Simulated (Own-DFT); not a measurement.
Al₃GaN₄ (wurtzite random alloy, atoms displaced), AlGa₃N₄ (wurtzite random alloy, strained, atoms displaced) (calculated)

A calculation, not a measurement: plane-wave PBE density functional theory by an unreviewed code, no spin, of a simulated periodic cell, stress positive in tension, free energy of the whole cell less one offset for each atom, forces on such cells passed a denser k mesh, this cell's mesh not checked; offsets are fitted by least squares, one for each functional and potential file, so energies compare only between cells with the same atoms and settings and are not formation energies; the far tail of each file's local potential was reset to the Coulomb form; each entry is a single point on an unrelaxed cell, so the pressure reflects the starting lattice, mostly measured values, from which strain is counted, and rises with the displacements; printed positions are rounded, which can move forces by about a meV/angstrom; the program is a retired in-house code; no spin-orbit coupling. Program: Own-DFT development build.

Settings shared by all entries: functional PBE; potential files PseudoDojo norm-conserving, scalar-relativistic, standard set; wave cutoff 42 hartree; occupations Fermi-Dirac; smearing width 0.1 eV; k mesh 4 x 4 x 3 centred on Gamma.

(1) 
```xyz
72
Lattice="9.3938 0.0000 0.0000 -4.6969 8.1352 0.0000 0.0000 0.0000 10.0655" Properties=species:S:1:pos:R:3:force_x:R:1:force_y:R:1:force_z:R:1 formula=Al3GaN4 free_energy_of_cell_above_offsets=-7.873 pressure=9.77 stress_xx=-11.31 stress_yy=-10.67 stress_zz=-7.34 stress_yz=-0.05 stress_xz=0.62 stress_xy=0.31
Al     0.0370     1.8148     0.0263     -1.627      0.244     -1.704
Al     1.4313     0.9470     2.6142      3.508      -0.58      -1.02
N      0.1261     1.9017     1.7917      -1.87     -1.042      2.466
N      1.6797     1.0509     4.5159      -5.34     -3.126     -1.978
Al    -0.1247     1.9357     4.9838       2.16      -5.54      2.503
Al     1.5978     0.9911     7.5623     -0.171     -1.872      0.799
N     -0.0269     1.6906     7.0309      1.957      3.697     -2.342
N      1.5175     0.9803     9.5977      2.065     -1.973     -2.663
Ga    -1.5271     4.5165     9.9693     -3.732      0.326      3.987
Al    -0.0096     3.6063     2.4257     -0.624      1.312      0.215
N     -1.6663     4.5765     1.9207      1.547     -3.116      0.128
N     -0.0685     3.4616     4.3513      1.119      6.766     -0.788
Al    -1.4832     4.5741     4.9789     -1.798     -0.919     -0.709
Al    -0.0343     3.6026     7.4044      -1.88     -1.131      2.303
N     -1.5535     4.5811     6.8106     -0.105     -2.576      1.371
N     -0.1645     3.6538     9.5255       5.72     -4.322     -3.524
Al    -3.0328     7.1608    10.0006     -1.139      1.196      0.802
Ga    -1.5864     6.2887     2.5566      0.168      0.466      0.998
N     -3.0592     7.1152     1.8533     -2.572      3.102      0.165
N     -1.6333     6.3573     4.5237      2.851     -1.373     -1.243
Al    -3.0083     7.2575     5.0565     -3.408      1.191     -0.152
Ga    -1.4541     6.2727     7.5982     -1.488      1.134     -0.594
N     -3.0646     7.2473     6.8721       0.53      1.016      1.992
N     -1.5719     6.1726     9.4578      0.926      5.143     -0.008
Al     3.1347     1.8257    10.0170      0.446     -0.377      1.157
Al     4.7502     0.8909     2.3885     -3.762     -0.955      2.073
N      3.1088     1.9065     1.9632      0.147     -3.007     -1.307
N      4.8284     0.8743     4.3440     -1.745      0.603      1.334
Al     3.0877     1.7225     5.1084      4.601      3.232     -0.506
Al     4.6556     0.9602     7.4990      0.313     -1.412      1.593
N      3.1421     1.8244     6.9629     -0.598      1.238      0.281
N      4.6729     0.7694     9.3800      0.175      1.867      1.707
Ga     1.4775     4.5377    10.0205      0.782     -0.098       -0.4
Al     3.0675     3.5706     2.5220      1.074      2.249      1.017
N      1.5450     4.5710     1.8251     -0.008     -0.512      2.482
N      3.2243     3.6512     4.4941      -3.79     -0.983     -0.648
Al     1.5273     4.6836     5.1373       1.34     -2.888     -3.156
Al     3.0837     3.8258     7.5258      0.673     -3.335      0.768
N      1.4300     4.4986     6.9592      1.749      0.357     -0.764
N      3.1064     3.6285     9.4497      0.837      0.395     -0.874
Al     0.1051     7.1812     0.0666     -0.893      -0.09     -1.176
Al     1.6083     6.2979     2.5340     -1.082      0.456     -2.311
N     -0.0801     7.1823     1.9725      2.917      0.762     -1.479
N      1.5078     6.3714     4.3094      1.683     -1.064       2.66
Ga     0.0304     7.1978     5.1319      -1.11      1.826     -0.436
Al     1.6545     6.2130     7.4713     -0.653      4.172      1.849
N      0.0152     7.2645     7.0938       2.11     -0.423      -1.88
N      1.6434     6.3247     9.3499     -1.026     -0.095      0.636
Al     6.3846     1.8014    10.0161     -1.566     -0.743      0.123
Ga     7.8691     0.7407     2.4962     -0.623      5.429      0.816
N      6.1762     1.7292     1.9472      3.623      2.334     -2.338
N      7.8747     0.9342     4.4066      -1.16      -0.59      0.897
Al     6.1835     1.9363     5.0409      1.162     -3.072       0.28
Al     7.8195     1.1194     7.5014      1.028     -5.449      2.804
N      6.2796     1.6498     7.0897     -2.523      4.252     -2.748
N      7.8958     0.7658     9.4649      -0.29      5.769     -1.164
Al     4.6622     4.6073     0.0846      0.198     -1.331     -0.378
Al     6.2333     3.5921     2.4153     -0.019     -0.221      1.414
N      4.7170     4.5315     1.9587     -1.333       0.46     -0.287
N      6.2821     3.6240     4.5445       3.74     -0.483     -2.864
Ga     4.7976     4.3791     5.0715     -1.966      2.978     -2.153
Al     6.2217     3.6795     7.6130      0.704     -0.953     -1.076
N      4.6807     4.4009     6.8491      0.334      1.001      4.106
N      6.3102     3.6838     9.4589     -2.657     -1.865     -0.096
Ga     3.2618     7.2333     9.9853     -2.683     -1.479      0.729
Al     4.7312     6.4396     2.5448      0.174     -2.419      0.127
N      3.1025     7.2828     1.8424      0.553     -4.554      0.488
N      4.7907     6.2471     4.4616     -0.934      2.672     -0.607
Al     3.0903     7.2641     5.0121      1.907     -0.391      0.636
Ga     4.7688     6.3103     7.4313      0.612     -0.048      0.882
N      3.2378     7.2250     6.9783     -2.856      0.396     -1.818
N      4.6934     6.3333     9.4932      3.598     -1.636     -1.398
```

Units: free_energy_of_cell_above_offsets in eV; pressure, stress_xx, stress_yy, stress_zz, stress_yz, stress_xz, stress_xy in GPa; force_x, force_y, force_z in eV/Å.

(2) 
```xyz
72
Lattice="9.7232 0.0000 0.0000 -4.8616 8.4205 0.0000 0.0000 0.0000 10.2685" Properties=species:S:1:pos:R:3:force_x:R:1:force_y:R:1:force_z:R:1 formula=AlGa3N4 free_energy_of_cell_above_offsets=7.272 pressure=-0.67 stress_xx=4.67 stress_yy=2.78 stress_zz=-5.45 stress_yz=-0.17 stress_xz=0.02 stress_xy=0.88
Ga    -0.0113     1.8848     0.0602      0.482      0.431     -1.547
Ga     1.6541     0.8460     2.5676     -0.162      1.549       0.27
N      0.0951     1.8485     1.9232     -1.198     -0.302      0.887
N      1.5871     0.9099     4.4870     -0.388      0.014      1.225
Al     0.0094     1.9456     5.2456      0.138     -1.215     -2.993
Ga     1.6037     0.9850     7.7229       0.57      -2.13     -0.649
N      0.1110     1.8728     7.0411     -3.126      0.138      1.029
N      1.6735     0.9014     9.5900      -1.16      0.357      1.734
Ga    -1.6546     4.7095     0.0438       0.23      0.358     -0.633
Ga    -0.0131     3.6845     2.5732     -0.462      0.368     -0.537
N     -1.6856     4.6492     1.9648      0.328      0.778      0.892
N      0.0045     3.7061     4.4707     -0.231     -0.165      1.467
Ga    -1.6607     4.6855     5.0968      0.336     -0.228      0.421
Ga    -0.0873     3.7278     7.6870      1.595      0.642      0.679
N     -1.6012     4.7638     7.2121     -0.374     -1.013     -2.198
N     -0.0191     3.8423     9.6771      0.331     -1.597     -0.083
Ga    -3.2952     7.4705     0.0401      1.056     -0.025     -0.529
Al    -1.5774     6.5099     2.6060     -0.294      0.058     -0.542
N     -3.3084     7.4711     2.0565      1.998     -1.169     -1.244
N     -1.6012     6.5465     4.5097      0.293      0.838     -0.175
Al    -3.2063     7.4775     5.0324     -0.608     -0.156      1.165
Al    -1.6121     6.5327     7.7016     -0.022      1.424       0.18
N     -3.2049     7.3615     7.0066     -0.066      0.888      0.007
N     -1.6158     6.5529     9.6110      -0.15      0.708      0.703
Ga     3.2289     1.8935     0.0050     -0.238     -0.911      0.034
Ga     4.8888     0.9171     2.5675     -0.472      0.858     -0.098
N      3.2252     1.8668     1.9255      0.042     -0.137      0.461
N      4.8966     0.9480     4.4431     -0.598     -0.823      2.212
Ga     3.2323     1.8564     5.1373      0.225     -0.467     -0.089
Ga     4.8728     0.9393     7.7696     -0.869      0.341     -0.933
N      3.1206     1.8960     7.1073       2.14     -0.242     -0.183
N      4.7824     0.9477     9.6860      1.543       0.32      0.144
Ga     1.6828     4.5952     0.0425     -1.675      1.326     -0.793
Al     3.2500     3.6562     2.4640       0.33      1.392      1.475
N      1.5475     4.7374     1.9551      1.649     -1.769      0.196
N      3.2789     3.6804     4.5533     -0.322      0.809      -2.01
Ga     1.6695     4.6732     5.0914     -0.339      0.491       0.26
Ga     3.2319     3.7250     7.7236     -0.111      0.535     -0.736
N      1.5984     4.6287     7.0605      0.019      0.582      0.509
N      3.2605     3.7203     9.7403      0.081      0.392     -1.199
Ga     0.0159     7.5563     0.0380     -0.665      -1.43     -0.904
Ga     1.5920     6.5341     2.4963      0.801      0.663      1.818
N      0.0788     7.5296     1.9655     -1.941     -0.911      -0.31
N      1.5753     6.6302     4.5282     -0.183     -0.868     -0.367
Al    -0.0033     7.5259     5.2333      0.386      0.081     -1.339
Ga     1.5889     6.5482     7.8135      0.467     -0.252       -5.6
N      0.0104     7.5358     7.1093     -0.963     -0.749     -0.111
N      1.5928     6.5277     9.5267      0.564      0.224      6.179
Ga     6.5380     1.7839     0.0308     -2.044       2.25       0.48
Ga     8.0744     0.8742     2.5741      0.221      1.964      0.304
N      6.3966     1.9989     2.0291      1.422     -1.635     -1.487
N      8.0387     0.9118     4.5060      2.246      0.558       0.52
Ga     6.5539     1.9125     5.0853     -1.658     -0.448      0.541
Al     8.1161     1.0147     7.7181     -0.475     -1.147     -1.213
N      6.4006     1.9400     7.1095      1.972     -0.873     -0.316
N      8.0586     1.0047     9.6048      1.446     -1.093     -0.132
Ga     4.8456     4.7352    10.1276      0.744     -0.417      1.641
Al     6.4042     3.7744     2.5244      1.691     -0.094      0.518
N      4.9650     4.6582     1.9338     -3.003      0.484     -0.724
N      6.4652     3.7012     4.4103      0.377       1.13      0.715
Ga     4.8758     4.6782     5.1494     -0.096     -0.738     -1.348
Ga     6.4882     3.7688     7.6954      0.185      0.212      -0.08
N      4.9401     4.6758     7.0059     -1.309      0.515      2.165
N      6.4679     3.8812     9.5921      0.079     -1.686      0.875
Ga     3.2505     7.4565     0.0037     -0.538      0.346      -1.07
Ga     4.8348     6.5276     2.5473     -0.021     -0.829      1.032
N      3.2814     7.5255     1.9437     -0.805     -1.113     -0.598
N      4.8661     6.5048     4.5560      0.537      0.993     -0.792
Ga     3.2496     7.4700     5.1328     -0.429     -0.049      0.176
Al     4.9332     6.5122     7.6298     -0.856      0.775     -0.537
N      3.2037     7.4843     7.0568      1.255      0.703      1.438
N      4.8324     6.5784     9.5693      0.074      0.185      -0.26
```

Units: free_energy_of_cell_above_offsets in eV; pressure, stress_xx, stress_yy, stress_zz, stress_yz, stress_xz, stress_xy in GPa; force_x, force_y, force_z in eV/Å.
